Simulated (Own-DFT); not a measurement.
# Which defects push the lattice out? zincblende GaAs

Everything here is calculated. The program is Own-DFT (plane waves, in-house, since retired, never reviewed by a person); positions were held fixed, and spin and spin-orbit coupling were off.

All runs used: PBE; PseudoDojo norm-conserving scalar-relativistic files; cutoff 42 hartree; 3 x 3 x 3 k mesh centred on Gamma; Fermi-Dirac smearing of 0.1 eV.

Known weak points (not all hold for every row): not probed for a lower state with spin; forces not confirmed at this smearing and k mesh; stress not checked against mesh or cutoff.

All runs share one cell, with vectors in Å (11.737, 0.000, 0.000); (0.000, 11.737, 0.000); (0.000, 0.000, 10.919) and a volume of 1504.3 Å³, strained against the parent crystal. u is the rms random offset of the atoms per axis. The defect's site can differ from row to row.

| cell | formula | u (Å) | P (GPa) |
|---|---|---|---|
| no defect | As32Ga32 | 0.0299 | 0.76 |
| no defect | As32Ga32 | 0.0486 | 1.06 |
| no defect | As32Ga32 | 0.0516 | 1.02 |
| one In on a Ga site | As32Ga31In | 0.0338 | 1.39 |
| one In on a Ga site | As32Ga31In | 0.0459 | 1.54 |
| one In on a Ga site | As32Ga31In | 0.0492 | 1.65 |
| one Al on a Ga site | AlAs32Ga31 | 0.0278 | 0.72 |
| one Al on a Ga site | AlAs32Ga31 | 0.0294 | ? |
| one Al on a Ga site | AlAs32Ga31 | 0.0506 | 0.98 |
| one Al on a Ga site | AlAs32Ga31 | 0.0511 | 1.07 |
| one P on an As site | As31Ga32P | 0.0289 | 0.51 |
| one P on an As site | As31Ga32P | 0.0297 | 0.53 |
| one P on an As site | As31Ga32P | 0.0521 | 0.91 |
| one As vacancy and one Ga vacancy | As31Ga31 | 0.0302 | 0.46 |
| one As vacancy and one Ga vacancy | As31Ga31 | 0.0312 | 0.54 |
| one As vacancy and one Ga vacancy | As31Ga31 | 0.0496 | 0.84 |

## Worked fit

P = P0 + c u² + a shift for each defect gives P0 = 0.57 GPa, c = 191 ± 14 GPa/Å² and a scatter of 0.04 GPa. The shifts, and each times the cell's volume:

- one In on a Ga site: 0.59 ± 0.03 GPa, 5.6 eV
- one Al on a Ga site: -0.03 ± 0.03 GPa, -0.2 eV (not resolved)
- one P on an As site: -0.20 ± 0.03 GPa, -1.9 eV
- one As vacancy and one Ga vacancy: -0.23 ± 0.03 GPa, -2.2 eV

Against the defect-free cell, a freed cell would be larger where the shift is positive and smaller where it is negative (160.2 GPa Å³ is 1 eV). The atoms around the defects weren't relaxed, which would change these numbers.

## The run left out

Asked: what pressure belongs in the blank (one Al on a Ga site, u = 0.0294 Å)?

Estimate: 0.71 ± 0.05 GPa. The calculation gave 0.71 GPa.
